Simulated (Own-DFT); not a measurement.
## Calculated data, Hf36O71 (tetragonal hafnia with one neutral oxygen vacancy, atoms displaced)

A calculation, not a measurement: plane-wave PBE and HSE06 DFT by an unreviewed code, no spin, of a simulated cell at Gamma alone, so results move with cell size and shape, stress positive in tension, energies less offsets, not probed for a lower state with spin; hafnium file: forces about 75 meV/angstrom off all-electron values; oxygen file: force components 24 meV/angstrom off all-electron in a glass; k mesh not checked against a denser one; forces and stress are PBE's, HSE06 gives the energy alone, and its difference from PBE has offsets of its own; offsets are fitted by least squares, one for each functional and potential file, so energies compare only between cells with the same atoms and settings and are not formation energies; the far tail of each file's local potential was reset to the Coulomb form; each entry is a single point on an unrelaxed cell, so the pressure reflects the starting lattice, taken from the Materials Project, from which strain is counted, and rises with the displacements; printed positions are rounded, which can move forces by about a meV/angstrom; the program is a retired in-house code; no spin-orbit coupling. Program: Own-DFT development build.

Common to all runs: first functional PBE; second functional HSE06; exact exchange share 0.25; screening 0.11 1/bohr; exchange divergence Gygi-Baldereschi; potential files PseudoDojo norm-conserving, scalar-relativistic, made for PBE, standard set; wave cutoff 48 hartree; occupations fixed; k mesh 1 x 1 x 1 centred on Gamma.

(1) Hf36O71 (tetragonal hafnia with one neutral oxygen vacancy, atoms displaced)

```xyz
107
Lattice="10.7800 0.0000 0.0000 0.0000 10.7800 0.0000 0.0000 0.0000 10.4493" Properties=species:S:1:pos:R:3 Hf36O71
Hf     0.0670     0.0071     0.1460
Hf     1.6638     1.7090     2.5147
O     10.7427     1.7708     1.6204
O      1.7977    10.7440     3.6155
O     10.7570     1.8332     4.1332
O      2.0115    10.7468     1.0458
Hf     0.0209    10.7483     5.1556
Hf     1.7241     1.7533     7.8546
O     10.7701     1.7753     6.8188
O      1.9661     0.2043     8.8565
O     10.7395     1.6929     9.4152
O      1.7658     0.0147     6.3633
Hf    10.6947     3.5225     0.0239
Hf     1.8415     5.3638     2.7382
O      0.0110     5.3329     1.6722
O      1.8240     3.6098     3.7103
O      0.1763     5.4232     4.2095
O      1.6484     3.6674     0.9507
Hf     0.0462     3.6059     5.2322
Hf     1.7941     5.4650     7.7308
O     10.6919     5.4281     6.8082
O      1.7647     3.5859     8.9756
O      0.1354     5.4283     9.3918
O      1.8205     3.6049     6.1708
Hf     0.0498     7.0548     0.1481
Hf     1.9394     8.9890     2.5835
O      0.1400     8.9817     1.6734
O      1.9105     7.2366     3.6086
O      0.1442     8.9529     4.2614
O      1.6097     7.1286     1.0162
Hf     0.0823     7.2789     5.2710
Hf     1.8633     8.9150     7.8460
O      0.0216     8.8763     6.8454
O      1.8305     7.1752     8.9540
O     10.7781     9.0028     9.5330
O      1.9179     7.0155     6.3363
Hf     3.6083    10.7724    10.4288
Hf     5.4060     1.8439     2.5618
O      3.5575     1.8654     1.5441
O      5.4426     0.0918     3.4388
O      3.4279     1.6645     4.2584
O      5.5060     0.0249     1.0683
Hf     3.4555     0.0295     5.1578
Hf     5.3438     1.9839     7.6530
O      3.4648     1.9124     6.8305
O      5.3810    10.7353     8.8335
O      3.5524     1.8029     9.3791
O      5.3670    10.5834     6.2440
Hf     3.6790     3.5300     0.1047
Hf     5.3322     5.1889     2.5284
O      3.6230     5.3613     1.6266
O      5.2516     3.5514     3.6967
O      3.6058     5.4120     4.2525
O      5.3459     3.5104     1.0561
Hf     3.5198     3.5668     5.2158
Hf     5.3803     5.3991     7.8816
O      3.6492     5.3201     6.7304
O      5.4106     3.5276     8.8314
O      3.6672     5.4350     9.4002
O      5.5284     3.4981     6.1683
Hf     3.6313     7.1305     0.0492
Hf     5.4125     9.0500     2.6161
O      3.5527     8.9908     1.5036
O      5.4881     7.2908     3.7888
O      3.5444     9.0375     4.0823
O      5.4096     7.0271     1.1145
Hf     3.6580     7.2995     5.3425
Hf     5.2947     9.0125     7.6872
O      3.5761     8.8799     6.8216
O      5.3528     7.2507     8.8081
O      3.6356     8.9672     9.2910
O      5.3437     7.1944     5.9699
Hf     7.0459    10.7609     0.0275
Hf     8.9193     1.7351     2.5446
O      7.1073     1.7340     1.6214
O      7.1315     1.6446     4.3591
O      9.0651    10.6988     1.0270
Hf     7.0874     0.0674     5.2839
Hf     9.1060     1.6330     7.8719
O      7.1943     1.7830     6.7915
O      9.0224    10.7084     8.7633
O      7.0894     1.7033     9.3417
O      9.0570    10.7456     6.3260
Hf     7.0222     3.5473    10.3597
Hf     8.9643     5.3329     2.7281
O      7.4079     5.4657     1.6150
O      9.0701     3.5124     3.6354
O      7.1558     5.3495     4.2270
O      8.8987     3.6725     0.8962
Hf     7.0824     3.6661     5.1577
Hf     9.0926     5.2601     7.7256
O      7.2052     5.3791     6.6432
O      9.1043     3.5716     8.8513
O      7.2864     5.5160     9.4630
O      8.9390     3.5274     6.0948
Hf     7.1109     6.8878     0.0213
Hf     8.8848     9.0745     2.7289
O      7.0088     9.0877     1.5515
O      9.0067     7.1422     3.5868
O      7.0481     8.9825     4.1377
O      9.0712     7.1567     0.8729
Hf     7.1196     7.2814     5.2845
Hf     8.9349     9.0120     7.8886
O      7.2448     8.9709     6.8371
O      8.9300     7.1834     8.7971
O      7.2553     9.0301     9.4665
O      9.0187     7.1692     6.2801
```

- PBE energy of cell above offsets: -84.490 eV
- HSE06 less PBE above offsets: 0.705 eV
- PBE pressure: 6.6 GPa
- PBE stress xx: -8.82 GPa
- PBE stress yy: -4.31 GPa
- PBE stress zz: -6.67 GPa
- PBE stress yz: 0.83 GPa
- PBE stress xz: 0.84 GPa
- PBE stress xy: 0.18 GPa

Force:
```
element  x (eV/Å)  y (eV/Å)  z (eV/Å)
     Hf    -0.152    -3.204    -1.985
     Hf     2.396     1.447     2.195
      O    -0.962    -0.116    -1.414
      O    -0.671     0.949     0.394
      O     0.517    -1.553     0.319
      O     -3.51     1.286     0.992
     Hf    -0.774     0.782     1.299
     Hf     0.319     3.292     0.525
      O     0.553     0.571    -1.044
      O    -0.363    -4.971      1.58
      O    -0.122     0.268     0.669
      O     0.471     -0.62     -1.58
     Hf     0.818     2.219    -2.291
     Hf     -1.86     1.017    -0.572
      O     -0.73    -0.296     0.374
      O     0.518    -1.719    -1.032
      O    -0.459    -0.084     0.988
      O     2.997    -0.965      1.77
     Hf    -1.494    -0.017    -0.905
     Hf    -0.745    -1.575     3.201
      O     3.924    -0.693    -1.642
      O     0.277    -0.132    -2.268
      O    -0.836    -1.423    -0.115
      O    -1.321     0.795     1.512
     Hf    -4.178     0.973    -4.833
     Hf    -2.247    -1.316     0.415
      O    -1.754     1.285      0.83
      O    -0.081    -0.613     0.526
      O    -1.108     1.057     -0.38
      O     8.204    -0.044     3.199
     Hf     -1.75    -1.448     0.548
     Hf    -2.398      0.69     2.347
      O     1.455    -0.072    -0.102
      O      0.73     0.211    -1.501
      O     1.093     0.884     0.031
      O    -1.602     1.037    -0.125
     Hf     2.283    -0.004    -2.782
     Hf    -1.667    -1.956     1.054
      O     0.398     0.427     0.612
      O    -0.769    -0.306     2.156
      O     0.767     2.706    -1.195
      O    -5.114     0.806     0.034
     Hf     0.241     -1.79     1.271
     Hf     0.809    -4.049     1.052
      O     2.128    -0.151    -1.059
      O    -0.402      0.57    -0.538
      O      1.76     1.244     1.521
      O    -1.946     1.171    -1.136
     Hf    -6.562    -0.567    -3.429
     Hf      1.81      4.38     2.698
      O     -0.86    -0.493    -0.949
      O     0.623    -0.796    -0.906
      O     0.274    -0.233    -0.572
      O     2.731     1.251     1.018
     Hf     0.344     0.487     -0.55
     Hf    -0.215     1.026    -1.199
      O     1.289     -0.33     1.421
      O     0.365     2.881     1.296
      O     0.876     -1.33     0.511
      O    -4.566    -0.078     2.241
     Hf    -1.453     1.322    -0.932
     Hf    -0.732    -1.739     0.844
      O     2.587    -0.948    -1.155
      O    -0.986    -1.153    -3.128
      O     0.717     0.518     1.652
      O    -1.229    -0.348    -0.446
     Hf    -3.614    -1.073    -5.416
     Hf     3.167     1.524     3.754
      O    -1.284     -0.12    -2.089
      O      0.46    -1.762    -0.295
      O    -0.636    -0.004     1.484
      O     2.438    -0.205     6.369
     Hf     3.013    -2.289    -3.061
     Hf     0.655      0.12     1.642
      O     1.784     1.266    -0.623
      O     0.528     4.318    -3.651
      O    -1.606      0.68     1.173
     Hf     2.018    -3.137      1.81
     Hf    -1.941      1.37    -0.758
      O    -0.257    -0.921     0.707
      O     0.119     1.838     2.228
      O     0.438     2.298     1.382
      O    -0.378     0.212    -2.217
     Hf     4.242    -1.317    -0.874
     Hf     2.609     0.609    -0.507
      O    -4.682     -0.97    -0.832
      O    -0.879    -0.158    -1.201
      O    -0.064     0.992    -1.806
      O    -1.329    -1.464     0.676
     Hf     4.578    -1.136     0.254
     Hf    -2.972     2.459      1.91
      O    -1.361    -0.012     2.396
      O    -0.824     -0.65    -0.552
      O     -1.32    -9.632    -5.141
      O     0.743     0.781     0.913
     Hf     3.201     10.83      3.94
     Hf     0.415    -1.506    -2.326
      O     3.328     -0.53      0.83
      O    -0.064      1.83     0.592
      O     2.117     1.883     0.363
      O    -3.088     0.489      1.99
     Hf     3.435    -1.138    -1.447
     Hf     0.815    -3.549     0.654
      O    -2.111     -0.68    -1.293
      O     0.058    -1.217    -0.676
      O    -0.405    -0.645     0.244
      O     0.002     0.194    -1.874
```

(2) Hf36O71 (tetragonal hafnia with one neutral oxygen vacancy, atoms displaced)

```xyz
107
Lattice="10.7800 0.0000 0.0000 0.0000 10.7800 0.0000 0.0000 0.0000 10.4493" Properties=species:S:1:pos:R:3 Hf36O71
Hf     0.0515     0.0150     0.0101
Hf     1.7503     1.8538     2.6611
O     10.7550     1.8090     1.5945
O      1.8007     0.0447     3.6956
O      0.0661     1.6961     4.2283
O      1.7867     0.0472     1.0227
Hf     0.0253     0.0892     5.1300
Hf     1.8549     1.7679     7.7370
O     10.7699     1.7677     6.7790
O      1.7544    10.7755     8.7282
O      0.0055     1.8867     9.4133
Hf     0.0080     3.5707     0.0578
Hf     1.8203     5.4480     2.5849
O      0.0674     5.3867     1.6202
O      1.7525     3.6574     3.6498
O     10.7034     5.3672     4.0741
O      1.8275     3.6059     0.9929
Hf     0.1338     3.5986     5.1825
Hf     1.8078     5.4715     7.8737
O     10.7618     5.3556     6.8072
O      1.8379     3.6314     8.8859
O     10.7786     5.4585     9.3779
O      1.7928     3.5319     6.3009
Hf     0.0209     7.1366    10.4216
Hf     1.8262     8.9365     2.5920
O      0.0262     9.1328     1.5948
O      1.7948     7.2287     3.5346
O      0.0298     8.9174     4.1551
O      1.7856     7.1184     1.1038
Hf     0.0557     7.2228     5.2257
Hf     1.7454     8.9644     7.8008
O      0.0261     8.9958     6.8399
O      1.8409     7.2389     8.9099
O      0.0900     9.1643     9.5296
O      1.8170     7.2029     6.2258
Hf     3.6554    10.7780     0.0782
Hf     5.3781     1.8273     2.5543
O      3.6415     1.7595     1.6054
O      5.4084     0.0274     3.6609
O      3.6310     1.8024     4.2534
O      5.3995     0.0036     1.0284
Hf     3.5424    10.7312     5.2584
Hf     5.3245     1.8045     7.8593
O      3.5740     1.8081     6.7999
O      5.4745    10.7640     8.8310
O      3.5397     1.8165     9.4512
O      5.3761     0.0420     6.2461
Hf     3.5436     3.6639     0.0130
Hf     5.3723     5.3486     2.5471
O      3.6822     5.3477     1.7891
O      5.3988     3.5243     3.6231
O      3.6410     5.3722     4.2513
O      5.4378     3.5316     1.0091
Hf     3.6017     3.5324     5.1801
Hf     5.3598     5.3695     7.8052
O      3.6070     5.3558     6.8181
O      5.3371     3.5971     8.7914
O      3.5632     5.4565     9.4256
O      5.3137     3.6443     6.2950
Hf     3.6226     7.1475     0.0553
Hf     5.4416     9.0307     2.6009
O      3.5189     8.9075     1.6479
O      5.3447     7.2438     3.6334
O      3.5818     9.0682     4.2304
O      5.4053     7.1350     1.0131
Hf     3.6435     7.2702     5.2586
Hf     5.3604     9.0444     7.7675
O      3.5433     8.9988     6.8347
O      5.3840     7.1085     8.7783
O      3.5865     8.9988     9.4009
O      5.4076     7.2714     6.3254
Hf     7.1840     0.0113     0.0949
Hf     8.9634     1.7645     2.5964
O      7.1443     1.7697     1.5903
O      8.9523    10.7491     3.6000
O      7.1103     1.8157     4.2035
O      9.0064    10.6983     0.9934
Hf     7.2455    10.7738     5.1765
Hf     8.9612     1.8197     7.7649
O      7.2171     1.7643     6.8062
O      9.0506    10.6775     8.7743
O      7.2182     1.8495     9.4530
O      8.9867    10.6539     6.2162
Hf     7.2309     3.5312    10.4326
Hf     8.9438     5.4132     2.6881
O      7.2166     5.4432     1.6462
O      8.9766     3.5479     3.7032
O      7.1818     5.3969     4.2360
O      8.9855     3.6391     1.0695
Hf     7.1629     3.5256     5.1331
Hf     8.9227     5.2962     7.8285
O      7.2347     5.4457     6.7788
O      9.0570     3.5861     8.8476
O      7.0923     5.4967     9.4912
O      9.0582     3.6469     6.2518
Hf     7.1379     7.1924     0.1135
Hf     8.9782     8.9920     2.6437
O      7.1942     8.9297     1.5386
O      9.0320     7.1899     3.6223
O      7.2145     8.9409     4.1915
O      8.9446     7.1882     1.0309
Hf     7.2415     7.1696     5.1777
Hf     9.0294     8.9306     7.7654
O      7.1758     8.9927     6.8577
O      8.9392     7.1761     8.8750
O      7.2234     8.9937     9.4787
O      8.9438     7.1669     6.2321
```

- PBE energy of cell above offsets: -96.485 eV
- HSE06 less PBE above offsets: 0.129 eV
- PBE pressure: 2.63 GPa
- PBE stress xx: -3.25 GPa
- PBE stress yy: -1.62 GPa
- PBE stress zz: -3.01 GPa
- PBE stress yz: -0.73 GPa
- PBE stress xz: -1.1 GPa
- PBE stress xy: -0.11 GPa

Force:
```
element  x (eV/Å)  y (eV/Å)  z (eV/Å)
     Hf    -0.798     1.415    -0.391
     Hf     1.018    -1.396    -0.657
      O     0.135     0.571     0.655
      O      0.07     -0.32    -0.477
      O    -0.324     3.905    -2.216
      O     1.628     0.362     0.124
     Hf     0.636    -3.757     2.995
     Hf    -1.878     0.737     1.749
      O     0.171    -0.693    -0.479
      O     0.506     0.508    -0.352
      O     0.008    -0.783     0.568
     Hf    -0.194     0.558    -1.546
     Hf    -1.089     0.172     0.959
      O    -1.232    -0.046    -0.921
      O     0.103    -1.002    -0.035
      O     0.935      0.57     1.775
      O    -0.098    -0.128     1.256
     Hf    -1.842     0.981      1.18
     Hf    -0.392    -1.385    -0.365
      O     1.068     0.518    -0.218
      O     0.218     0.395     -0.29
      O     0.395    -1.073     0.701
      O     0.516     0.232    -0.917
     Hf    -1.364     1.232     0.306
     Hf    -2.162     1.934     0.383
      O    -0.105    -0.878     0.777
      O     0.275      -1.3     1.951
      O     -0.29      1.25     0.618
      O     0.662    -0.001    -1.141
     Hf    -1.447    -1.077      -0.2
     Hf     0.689     0.955     1.501
      O     0.205    -0.567    -1.106
      O     -0.66    -0.386    -0.043
      O     0.182    -4.635    -1.459
      O     0.004    -0.214     0.148
     Hf    -1.798     0.086    -1.738
     Hf    -0.221    -0.721     1.372
      O    -1.498     0.277     0.126
      O     0.332     -0.65    -1.008
      O    -0.566    -0.744    -0.889
      O    -0.132    -0.591     0.771
     Hf     -0.05     1.416     0.284
     Hf     0.732    -0.371    -0.489
      O      0.87    -0.553    -0.178
      O    -0.573     1.315     0.776
      O     0.654    -0.554     0.196
      O     0.075    -0.385    -0.249
     Hf     0.783    -1.321     -1.67
     Hf     3.231     0.628     3.081
      O    -2.868     -0.14    -3.548
      O     0.105     1.263     0.065
      O    -0.224     0.574     0.165
      O    -0.548      0.64    -0.126
     Hf     0.199      1.64     1.424
     Hf     1.223     0.704    -0.256
      O     -1.24     0.748     0.271
      O     0.148    -0.253     1.126
      O     -0.03    -0.883      1.08
      O     1.405    -0.839    -1.285
     Hf    -0.264     2.085    -1.636
     Hf    -0.452    -0.312     1.017
      O     2.608     0.463     -1.09
      O    -0.016    -0.333    -0.406
      O    -0.093    -1.369    -0.314
      O    -1.799      0.09     1.013
     Hf     1.082     -1.26    -0.305
     Hf     1.177    -1.568     1.291
      O    -0.084     0.482    -1.051
      O     -0.72     1.995     0.954
      O     0.513    -0.039     1.441
      O     -0.44    -0.229    -1.804
     Hf     1.231    -1.421    -2.838
     Hf    -0.279     0.848    -0.199
      O     1.577    -0.082    -0.161
      O    -0.165     1.296     0.462
      O      0.87    -1.303    -0.645
      O    -0.772     1.031     0.637
     Hf    -1.172    -0.468     1.419
     Hf     1.258    -1.163     1.105
      O    -0.878     0.446    -0.368
      O    -0.392     2.204     0.045
      O     0.061    -1.258    -0.396
      O     0.324     0.753    -1.163
     Hf    -0.136      2.34     0.024
     Hf      1.19    -0.487    -0.725
      O    -0.798    -0.326    -0.043
      O    -0.288    -0.735    -0.849
      O     0.098    -0.655    -0.812
      O    -0.279    -0.523    -0.151
     Hf     0.492     1.603     2.172
     Hf      0.81      1.81    -0.257
      O    -1.412    -0.627      0.35
      O    -0.952    -0.119     0.743
      O     0.649    -3.017    -0.237
      O    -0.985    -0.803    -0.479
     Hf     2.016     0.742    -2.912
     Hf     1.072    -1.092    -1.581
      O    -0.609     0.808     1.339
      O    -0.614     0.284     0.409
      O    -0.039     0.887    -0.581
      O      1.78    -0.061     0.419
     Hf    -0.949    -0.104      1.68
     Hf    -2.046     0.154     1.543
      O     0.181      0.23    -0.775
      O     1.124     0.067    -0.481
      O    -0.697     0.159     0.572
      O     1.659     0.643    -0.516
```
